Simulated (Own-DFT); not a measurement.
# What it costs to cut wurtzite AlN, m plane (10-10)

No measurement is shown. These are fixed-geometry runs of a retired plane-wave code named Own-DFT, which no person has reviewed; spin and spin-orbit coupling are neglected.

Limits (not all hold for every row): some atoms lie very close together; forces not confirmed at this smearing and k mesh; k mesh not checked against a denser one.

Both sets of runs: PBE; PseudoDojo norm-conserving scalar-relativistic files; cutoff 42 hartree; Gaussian smearing of 0.01 eV. The slab has 128 atoms in 16 layers, two equal faces of 62.02 Å² as cut, 15 Å of vacuum, a dipole correction along the normal and a 6 x 3 x 1 mesh. The bulk cell has 128 atoms, the same measured lattice constants and a 3 x 3 x 3 mesh. All atoms were moved at random; u is the rms move along one axis. Energies are counted from -174.06 eV for each atom.

```
slab run   u (Å)  E (eV, cell)
       1  0.0188        20.456
       2  0.0190        20.283
       3  0.0201        20.742
       4  0.0203        20.591
       5  0.0474        27.843
       6  0.0490        27.778
       7  0.0505        28.775
       8  0.0964        51.956
       9  0.0988        57.398
      10  0.0999        62.065
      11  0.1001        57.253
      12  0.1009        61.590
```

| bulk run | u (Å) | E (meV/atom) |
|---|---|---|
| 1 | 0.0194 | -2.22 |
| 2 | 0.0196 | -2.11 |
| 3 | 0.0196 | -1.85 |
| 4 | 0.0197 | -1.94 |
| 5 | 0.0198 | -1.90 |
| 6 | 0.0201 | -1.15 |
| 7 | 0.0202 | -1.12 |
| 8 | 0.0953 | 285.31 |
| 9 | 0.1011 | 315.80 |
| 10 | 0.1039 | 327.86 |

Q: what is the energy of the unrelaxed surface?

## Answer

Take each set to u = 0 with E = a + b u². Rows are weighted down as u grows, with residuals divided by u² + 0.0006 Å². Slab: a = 19.00 ± 0.11 eV. Bulk: a = -14.4 ± 0.2 meV/atom. The excess is 19.00 - 128 x (-0.0144) = 20.84 ± 0.12 eV. Over two faces that is 168 meV/Å², or 2.69 ± 0.01 J/m². Relaxing the faces would lower the energy, and the unlike meshes and the reach from the smallest u down to zero add errors that aren't counted here.
